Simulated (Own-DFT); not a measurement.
# Misfit strain and the stress it brings: diamond-structure SiGeSn with randomly placed atoms, 64 atoms (Ge40Si16Sn8)

No measurement is shown. These are fixed-geometry runs of a retired plane-wave code named Own-DFT, which no person has reviewed; spin and spin-orbit coupling are neglected.

Method: PBE; PseudoDojo norm-conserving scalar-relativistic files; cutoff 49 hartree; 3 x 3 x 3 k mesh centred on Gamma; Fermi-Dirac smearing of 0.1 eV.

Limits: forces on such cells moved up to 12 meV/angstrom on a denser k mesh; stress not checked against mesh or cutoff.

Unstrained cell vectors in Å: (11.410, 0.000, 0.000); (0.000, 11.410, 0.000); (0.000, 0.000, 11.410). The unstrained cell has measured lattice constants (interpolated for alloys), not those of this functional. That, the random moves and any unrelaxed bonds set the pressure at no strain. Each run strains x and y alike by e, as a substrate would, and holds the height along z. All atoms carry random offsets, Gaussian with a width of 0.05 Å per axis. The random placing of the alloy's atoms differs from row to row. Stress is positive in tension.

| e (%) | u (Å) | (s_xx + s_yy)/2 (GPa) | s_zz (GPa) |
|---|---|---|---|
| -3.00 | 0.052 | -11.07 | -9.10 |
| -2.75 | 0.048 | -10.35 | -8.65 |
| -2.00 | 0.053 | -8.79 | -7.38 |
| -1.25 | 0.050 | -7.21 | -6.49 |
| -1.00 | 0.051 | -7.05 | -6.31 |
| 0.75 | 0.048 | ? | ? |
| 1.00 | 0.048 | -2.80 | -3.45 |
| 1.25 | 0.050 | -2.62 | -3.36 |
| 1.50 | 0.050 | -2.29 | -3.26 |
| 2.75 | 0.044 | -0.41 | -1.94 |

## Analysis

With e as a fraction, the in-plane stress is -4.8 + 184 e - 753 e² GPa (errors 3 and 204, scatter 0.18), and s_zz is -4.8 + 123 e - 620 e² GPa (slope ± 3, scatter 0.14). At e = 0 the first slope is C11 + C12 and the second 2 C12, both with the ions held to the strained lattice and at the cell's own pressure. The term in e² is negative: the layer stiffens under compression and softens under tension. A free layer would change its height as e changes, and the in-plane slope would drop by 2 C12²/C11 to the biaxial modulus. At fixed height, a misfit of 1 % moves the in-plane stress by about 1.8 GPa and s_zz by 1.2 GPa.

## Prediction

Q: what are the two stresses at e = 0.75 %?

Estimate: -3.5 and -3.9 GPa. The calculation gave -3.46 and -3.94 GPa.
